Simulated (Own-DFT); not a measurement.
AlN (wurtzite, atoms displaced) (calculated)

All values are calculated (Own-DFT development build). A calculation, not a measurement: plane-wave PBE density functional theory by an unreviewed code, no spin, of a simulated periodic cell, stress positive in tension, free energy of the whole cell less one offset for each atom, forces on such cells moved up to 12 meV/angstrom on a denser k mesh; offsets are fitted by least squares, one for each functional and potential file, so energies compare only between cells with the same atoms and settings and are not formation energies; the far tail of each file's local potential was reset to the Coulomb form; each entry is a single point on an unrelaxed cell, so the pressure reflects the starting lattice, mostly measured values (interpolated for alloys), from which strain is counted, and rises with the displacements; printed positions are rounded, which can move forces by about a meV/angstrom; the program, named Own-DFT, is a retired in-house code; no spin-orbit coupling; before rounding, a Quantum ESPRESSO 7.3.1 run of the same cell and cutoff gave forces within 1 meV/angstrom rms on each cell, which checks the program and not the settings.

## AlN (wurtzite, atoms displaced)

```
cell vectors (Å)
   9.3360     0.0000     0.0000
  -4.6680     8.0852     0.0000
   0.0000     0.0000     9.9640
atoms (fractions of the cell vectors)
Al  0.10693  0.20479  0.01154
Al  0.21551  0.10713  0.27144
N   0.11432  0.22484  0.19853
N   0.22502  0.11604  0.45190
Al  0.10911  0.23430  0.49712
Al  0.19573  0.09170  0.72349
N   0.11668  0.23882  0.69140
N   0.21435  0.09242  0.92493
Al  0.11146  0.54748  0.00341
Al  0.21007  0.43103  0.25450
N   0.13647  0.55582  0.20304
N   0.22768  0.44244  0.45661
Al  0.10863  0.54607  0.50715
Al  0.22965  0.46517  0.75593
N   0.11878  0.57860  0.68319
N   0.22425  0.44406  0.92960
Al  0.11020  0.88751  0.99385
Al  0.23711  0.78367  0.25650
N   0.09645  0.87971  0.19507
N   0.21642  0.75834  0.44466
Al  0.11954  0.89408  0.50074
Al  0.22887  0.78362  0.74511
N   0.07155  0.87151  0.69158
N   0.20731  0.78974  0.93734
Al  0.44497  0.20476  0.00059
Al  0.55409  0.13986  0.25380
N   0.44825  0.21386  0.18859
N   0.56485  0.10633  0.46022
Al  0.43550  0.21381  0.48362
Al  0.54467  0.09811  0.73272
N   0.43802  0.22960  0.68151
N   0.56845  0.11411  0.93044
Al  0.43742  0.56387  0.01657
Al  0.53699  0.42861  0.23478
N   0.41148  0.55443  0.18172
N   0.55246  0.44944  0.44006
Al  0.42871  0.54131  0.50391
Al  0.55927  0.46158  0.74987
N   0.44569  0.55010  0.67209
N   0.57218  0.45373  0.92713
Al  0.44456  0.89405  0.01363
Al  0.55092  0.78938  0.24671
N   0.44063  0.88640  0.19718
N   0.55963  0.79146  0.44483
Al  0.45170  0.89718  0.51033
Al  0.54509  0.78143  0.73689
N   0.44065  0.89506  0.69438
N   0.56456  0.78384  0.94001
Al  0.78006  0.22225  0.00466
Al  0.89844  0.10355  0.27102
N   0.79963  0.23244  0.19006
N   0.88355  0.10328  0.44335
Al  0.78395  0.22322  0.48517
Al  0.88974  0.11428  0.76548
N   0.76383  0.21918  0.69605
N   0.88455  0.10899  0.93205
Al  0.78815  0.57035  0.00691
Al  0.87753  0.43896  0.26866
N   0.78785  0.56918  0.18921
N   0.89381  0.44479  0.43995
Al  0.77780  0.53912  0.49478
Al  0.87972  0.43928  0.74595
N   0.77778  0.56934  0.68703
N   0.89260  0.44021  0.93807
Al  0.78958  0.87749  0.00900
Al  0.88253  0.78788  0.24412
N   0.79030  0.89528  0.17972
N   0.88915  0.76191  0.45171
Al  0.80688  0.90603  0.48709
Al  0.88927  0.77752  0.75290
N   0.77102  0.87674  0.69683
N   0.87785  0.77529  0.92915
```

Settings of this run: functional PBE, potential files PseudoDojo norm-conserving, scalar-relativistic, standard set, wave cutoff 42 hartree, occupations Fermi-Dirac, smearing width 0.1 eV and k mesh 3 x 3 x 2 centred on Gamma.

Results for AlN (wurtzite, atoms displaced): free energy of cell above offsets -13.659 eV; pressure 11.01 GPa; stress xx -9.66 GPa; stress yy -10.08 GPa; stress zz -13.28 GPa; stress yz 0.65 GPa; stress xz 0.24 GPa; stress xy 0.67 GPa.

Force:
```
element  x (eV/Å)  y (eV/Å)  z (eV/Å)
     Al     -0.19     0.894    -3.383
     Al     0.089    -1.286    -3.673
      N     0.817    -2.591     0.603
      N    -2.323    -1.462    -1.061
     Al     0.766    -1.849     3.381
     Al     1.348     3.349     2.515
      N    -1.405    -1.284    -0.914
      N     -0.25     2.643     1.755
     Al    -0.577     0.861     0.132
     Al     1.169     1.408     1.996
      N    -5.373     1.445    -1.685
      N    -3.545    -0.668     -3.87
     Al     0.378     1.155    -1.079
     Al     0.629    -1.603    -2.979
      N     0.147    -3.155     1.892
      N     0.072    -0.211     3.879
     Al    -3.425     0.579     1.611
     Al    -2.998    -2.537     0.414
      N     2.326     2.233    -0.087
      N     0.046     3.778     0.123
     Al    -0.824    -3.736     0.441
     Al    -3.238     0.505     1.716
      N     8.962     4.573    -3.923
      N     5.878    -3.255    -0.403
     Al     -1.06     1.507     -3.77
     Al     8.853    -5.579     2.606
      N    -6.779     1.802    -1.544
      N    -2.786     2.169    -3.759
     Al     2.782     3.395     4.501
     Al    -1.292     5.826     2.505
      N     0.343      -1.9    -0.344
      N    -1.363     -1.21     1.837
     Al       1.5    -0.136    -7.341
     Al     0.034     4.322     1.346
      N     4.127     0.216     5.136
      N     0.917    -2.135    -2.726
     Al     3.548     3.612    -2.661
     Al     0.829    -1.942     -1.48
      N    -2.168     2.065     5.229
      N    -1.359    -1.074     4.724
     Al     0.475    -0.215    -3.264
     Al     2.123    -1.815     1.857
      N    -0.259     3.923    -0.756
      N      1.23    -0.933    -1.296
     Al     -0.21    -3.205    -1.645
     Al     3.406    -1.017     1.468
      N     -0.01     -2.94    -1.332
      N    -1.663    -0.617     1.053
     Al     0.572     0.127    -1.736
     Al    -1.706     0.833    -5.614
      N    -1.739    -1.323     2.391
      N     1.149     4.612     0.122
     Al    -0.495    -0.167     3.786
     Al    -0.331    -0.633    -5.799
      N     2.567     0.395    -2.179
      N     1.416    -0.181     6.881
     Al     0.413    -2.446    -2.614
     Al     1.776     2.348    -5.509
      N    -1.065    -2.283     1.318
      N     0.725    -1.519     2.109
     Al    -2.958     2.246     2.269
     Al    -0.549      1.28     0.819
      N     1.417    -3.096    -0.665
      N     -0.39         1     0.817
     Al    -3.898     2.145    -4.885
     Al     2.603    -2.872     3.031
      N    -2.905     1.013     4.059
      N    -0.383     2.821    -2.983
     Al    -1.801    -7.631     4.917
     Al    -6.364    -3.178     0.234
      N    -0.766     2.741    -1.537
      N     3.017    -0.136     3.026
```
